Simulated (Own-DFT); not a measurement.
Simulation results for HfO2 (monoclinic hafnia, atoms displaced)

Computed with Own-DFT development build. A calculation, not a measurement: plane-wave density functional theory by an unreviewed code, no spin, of a simulated periodic cell, stress positive in tension, run twice, with PBE and with PBEsol, both on files made for PBE, so the change isn't that of files made for PBEsol, hafnium file: forces about 75 meV/angstrom off all-electron values; oxygen file: force components 24 meV/angstrom off all-electron in one glass; forces on such cells passed a denser k mesh, this cell's mesh not checked; the far tail of each file's local potential was reset to the Coulomb form; each entry is a single point on an unrelaxed cell, so the pressure reflects the starting lattice, mostly measured values (interpolated for alloys), from which strain is counted, and rises with the displacements; printed positions are rounded, which can move forces by about a meV/angstrom; the program, named Own-DFT, is a retired in-house code; no spin-orbit coupling; stress was not checked against mesh or cutoff.

Entry: HfO2 (monoclinic hafnia, atoms displaced)

```xyz
96
Lattice="10.2340 0.0000 0.0000 0.0000 10.3500 0.0000 -1.6955 0.0000 10.4453" Properties=species:S:1:pos:R:3 HfO2
Hf     1.2429     0.1542     1.0779
Hf     3.5930     2.6799     1.5850
Hf     2.9370     4.8605     4.1147
Hf     0.8503     2.2211     3.6077
O     -0.0227     1.7825     1.7393
O      4.6380     4.1853     1.0957
O      4.1381     3.1950     3.4363
O     -0.5076     0.9275     4.3006
O      1.8467     3.7483     2.4121
O      2.7328     1.1614     0.2178
O      2.2854     1.2789     2.8588
O      1.4397     4.1194     5.2087
Hf     0.2791     0.3475     6.2306
Hf     2.4578     2.8177     6.7799
Hf     2.2502     4.8606     9.3936
Hf     0.1518     2.3031     9.0440
O     -0.7121     1.7280     7.1351
O      3.8523     4.2989     6.1244
O      3.5234     3.5949     8.5095
O     -1.2117     0.7756     9.7427
O      1.1134     3.9303     7.7690
O      1.9221     1.2858     5.2857
O      1.4185     1.3499     7.7837
O      0.6328     4.1003    10.3475
Hf     1.2299     5.2489     1.0408
Hf     3.4671     8.0225     1.4754
Hf     2.9049    10.0470     4.1967
Hf     0.9404     7.5861     3.8409
O      0.0701     6.8152     1.7463
O      4.5338     9.6824     0.7750
O      4.2369     8.7383     3.3645
O     -0.3822     6.1774     4.3592
O      1.9682     9.0561     2.4956
O      2.8325     6.5683     0.1397
O      2.2771     6.5276     2.8283
O      1.3886     8.7947     5.1727
Hf     0.5959     5.4540     6.3388
Hf     2.7707     7.8225     6.7416
Hf     2.1335    10.1030     9.5165
Hf     0.1051     7.6127     8.7615
O     -0.6567     7.0594     7.0407
O      3.7428     9.2818     6.1332
O      3.3523     8.5138     8.6590
O     -1.3028     6.0719     9.5541
O      1.2273     9.0283     7.7216
O      1.9157     6.5424     5.2330
O      1.6437     6.3534     7.9782
O      0.5295     9.1969    10.3523
Hf     6.4909     0.3649     0.9697
Hf     8.5814     2.7454     1.4791
Hf     8.2833     4.9982     4.1678
Hf     5.8640     2.4338     3.4939
O      5.2489     1.7003     1.6963
O      9.6712     4.3010     0.7573
O      9.0883     3.4926     3.2798
O      4.6656     0.8287     4.3725
O      7.1665     3.9133     2.7418
O      7.8289     1.3976     0.0605
O      7.6634     1.3175     2.9077
O      6.4050     3.8662     5.4356
Hf     5.7255     0.0279     6.1462
Hf     7.5551     2.8308     6.8389
Hf     7.0497     4.9665     9.3769
Hf     5.0573     2.2527     8.7976
O      4.2524     1.7130     6.7580
O      8.7314     4.2128     5.9298
O      8.3400     3.4069     8.6178
O      3.9390     0.9581     9.7247
O      6.1364     3.9914     7.6175
O      6.8717     1.2708     5.2408
O      6.6733     1.1531     7.5975
O      5.8318     3.8975    10.3148
Hf     6.1795     5.2175     1.0087
Hf     8.5953     8.1825     1.5864
Hf     8.1552    10.1258     4.0554
Hf     5.7680     7.5236     3.8010
O      5.5481     6.9918     1.7426
O      9.6477     9.4395     0.9233
O      9.2584     8.6638     3.2942
O      4.6418     6.1393     4.5474
O      7.0711     8.9165     2.4325
O      7.9120     6.3053     0.0690
O      7.3234     6.4689     2.3493
O      6.5092     9.0323     5.1381
Hf     5.6626     5.3461     6.4613
Hf     7.6902     7.8983     6.6556
Hf     7.2544    10.2720     9.5433
Hf     5.1276     7.6415     8.7922
O      4.4703     6.8377     7.0535
O      8.8862     9.3213     6.1536
O      8.5839     8.5753     8.5602
O      3.5634     5.9086     9.7382
O      6.1857     9.1152     7.9181
O      6.9707     6.3336     5.3059
O      6.5874     6.2892     8.0584
O      5.7283     8.9173    10.3375
```

Settings of this run: functional PBE, then PBEsol, potential files PseudoDojo norm-conserving, scalar-relativistic, standard set, wave cutoff 72 hartree, occupations Fermi-Dirac, smearing width 0.1 eV and k mesh 2 x 2 x 2 centred on Gamma.

Results for HfO2 (monoclinic hafnia, atoms displaced): PBE pressure 15.14 GPa; PBE stress xx -17.34 GPa; PBE stress yy -15.07 GPa; PBE stress zz -13.01 GPa; PBE stress yz 0.13 GPa; PBE stress xz 2.27 GPa; PBE stress xy -0.67 GPa; PBEsol pressure 8.61 GPa; PBEsol stress xx -10.75 GPa; PBEsol stress yy -8.6 GPa; PBEsol stress zz -6.48 GPa; PBEsol stress yz 0.14 GPa; PBEsol stress xz 2.45 GPa; PBEsol stress xy -0.66 GPa; rms change of force components from PBE to PBEsol 0.091 eV/Å.

Force:
```
force element  PBE force x (eV/Å)  PBE force y (eV/Å)  PBE force z (eV/Å)  PBEsol force x (eV/Å)  PBEsol force y (eV/Å)  PBEsol force z (eV/Å)
           Hf               -2.09              -0.717               2.349                     -2                 -0.665                  2.223
           Hf              -4.625                0.26              -0.337                 -4.491                  0.319                 -0.261
           Hf               2.831               2.314                0.91                  2.715                  2.271                  0.968
           Hf              -3.639                4.32               0.699                 -3.525                  4.126                   0.61
            O                2.66              -2.392               0.301                  2.587                 -2.314                  0.373
            O               -2.57              -0.974              -1.181                 -2.508                 -0.971                 -1.197
            O              -2.389               2.362               0.529                 -2.314                  2.268                  0.405
            O               1.678              -0.404               1.704                  1.644                 -0.414                  1.684
            O               0.684               0.518               1.428                  0.718                   0.49                  1.404
            O               1.701                3.78              -0.834                  1.602                  3.645                 -0.837
            O               1.994              -2.612              -2.558                  1.883                 -2.543                 -2.478
            O               0.157              -4.323              -1.923                   0.25                 -4.154                 -1.839
           Hf              -0.388              -2.667                1.46                 -0.384                  -2.52                   1.43
           Hf               5.026               0.432              -2.143                  4.922                  0.469                  -2.05
           Hf              -5.774              -1.341              -2.323                 -5.695                 -1.345                 -2.302
           Hf              -4.767               2.435              -2.078                 -4.632                  2.317                 -2.113
            O              -1.484               0.195              -0.506                 -1.381                  0.165                 -0.457
            O              -2.531              -0.057               -1.58                 -2.483                 -0.057                 -1.567
            O               0.149              -2.283               1.118                   0.12                 -2.265                  1.047
            O               0.289                1.44              -0.932                  0.289                  1.365                 -0.826
            O              -1.521              -0.375               0.427                 -1.389                 -0.382                  0.406
            O              -1.219               0.716               0.166                 -1.259                  0.682                  0.148
            O               1.796              -1.567               3.042                  1.656                  -1.46                   2.95
            O               0.769              -5.423              -1.185                  0.789                 -5.267                  -1.15
           Hf              -4.326                5.15               0.051                 -4.247                  5.059                  0.008
           Hf               1.027              -2.124               0.329                  0.934                  -1.99                  0.344
           Hf               3.247               0.627               0.756                   3.19                  0.595                  0.722
           Hf              -4.705              -2.485              -6.213                 -4.552                 -2.524                 -6.075
            O               0.074               0.729               0.506                  0.093                  0.707                  0.525
            O               1.482              -1.398               1.812                  1.406                 -1.371                  1.673
            O              -0.342              -0.497              -0.044                 -0.353                 -0.532                 -0.061
            O               0.235               -0.49               1.521                   0.26                 -0.492                  1.518
            O              -0.995               1.316               0.269                 -0.891                  1.275                  0.273
            O               0.108               0.779                0.34                  0.077                  0.764                  0.336
            O                2.92              -2.473              -0.924                  2.784                 -2.394                 -0.852
            O                 1.2               5.065               1.969                  1.263                  4.923                  1.891
           Hf              -4.396                 1.2               1.497                 -4.191                  1.217                  1.434
           Hf              -2.211              -0.054               0.937                 -2.162                   0.02                  0.945
           Hf               1.223              -0.917              -4.676                   1.16                 -0.951                 -4.463
           Hf              -2.909              -1.418               3.098                 -2.872                 -1.401                  2.952
            O              -0.246              -2.402              -2.732                 -0.226                   -2.3                 -2.595
            O               1.866               2.708              -2.301                  1.789                  2.604                 -2.295
            O              -0.098               0.937               1.373                 -0.079                  0.872                   1.26
            O               1.543              -0.449               0.289                   1.51                 -0.471                  0.346
            O              -0.789               1.725               0.047                 -0.737                  1.618                  0.087
            O               1.935              -1.729               2.307                  1.809                 -1.701                  2.249
            O               -0.02              -0.405               -1.15                  -0.08                 -0.394                 -1.142
            O               0.405              -2.284              -0.505                  0.476                 -2.171                 -0.467
           Hf              -2.211              -6.014               3.495                 -2.185                 -5.808                  3.337
           Hf               0.137               5.117               1.246                  0.166                  5.069                  1.274
           Hf               -1.73               0.771              -0.851                 -1.655                   0.66                 -0.761
           Hf               4.011               -1.07               6.046                  3.915                 -1.101                  5.867
            O               0.901              -0.115                0.38                  0.877                 -0.086                  0.425
            O               1.203              -1.126               0.867                  1.155                 -1.097                  0.814
            O               6.127              -2.146               1.381                  5.903                 -2.101                  1.279
            O              -0.621              -1.023              -0.719                 -0.613                 -1.022                 -0.645
            O              -5.411              -0.489              -2.966                 -5.217                 -0.533                  -2.89
            O               2.235              -0.013              -1.372                  2.126                  -0.06                 -1.342
            O              -1.613                -0.6              -3.764                 -1.589                 -0.578                  -3.67
            O               0.601              -2.596                -4.9                  0.645                 -2.505                  -4.69
           Hf              -6.472               4.285               2.524                 -6.279                  4.267                  2.433
           Hf               2.592                0.02              -2.279                  2.478                  0.108                 -2.186
           Hf               7.254               1.001               0.183                  7.066                  0.972                  0.199
           Hf              -0.633               2.734              -3.887                 -0.664                  2.657                 -3.808
            O               0.242              -0.206               3.114                  0.235                 -0.151                   3.11
            O               3.027               0.983               0.923                  2.876                  0.975                   0.82
            O               1.382              -1.208               0.828                  1.289                  -1.19                   0.72
            O              -1.738              -0.391              -1.519                 -1.629                 -0.391                   -1.4
            O              -0.454              -4.129               6.226                 -0.371                  -4.03                  6.062
            O               2.649               1.276               -1.33                  2.507                  1.195                 -1.291
            O              -0.602              -0.166               4.734                 -0.656                 -0.136                  4.588
            O              -5.215              -4.879               1.422                 -5.032                 -4.734                  1.406
           Hf               7.092               5.275                1.96                  6.947                  5.237                  1.873
           Hf              -2.434              -12.62              -1.378                 -2.412                 -12.29                  -1.28
           Hf              -1.761              -1.285               0.695                  -1.72                 -1.257                  0.651
           Hf               1.887              -1.721              -3.469                  1.807                 -1.712                 -3.425
            O              -7.829               2.027              -0.724                 -7.576                  1.946                 -0.619
            O               4.995               6.989              -3.761                  4.878                  6.871                 -3.738
            O               2.587               1.088               4.098                  2.472                  1.085                  3.938
            O              -1.575              -1.084              -1.203                 -1.502                 -1.044                 -1.147
            O              -3.443               5.238               1.981                 -3.268                  5.085                  1.929
            O               -2.09               2.602              -0.513                 -2.079                  2.476                 -0.531
            O               3.671              -2.234               5.027                  3.471                 -2.149                  4.846
            O               2.275               -3.78              -2.008                  2.255                 -3.678                 -1.944
           Hf              -3.961               0.999              -3.872                 -3.838                  0.987                 -3.802
           Hf               2.111              -0.821                3.38                  2.121                 -0.715                   3.34
           Hf               1.772              -4.279              -3.851                  1.728                 -4.233                 -3.706
           Hf               0.544              -1.827               3.469                  0.571                 -1.764                  3.322
            O              -1.336               1.241               0.288                 -1.307                  1.252                  0.334
            O               0.578               2.747              -2.548                  0.539                  2.659                 -2.506
            O              -1.913               1.862               0.978                 -1.836                   1.76                  0.873
            O               7.374               5.149               1.218                  7.212                  4.966                  1.278
            O               0.468              -0.162              -1.902                  0.492                   -0.2                 -1.853
            O               1.947               3.307                   0                  1.834                  3.223                  0.038
            O               0.584               3.708              -3.109                  0.487                  3.595                 -3.048
            O              -0.171               2.816               0.352                 -0.094                  2.795                  0.344
```
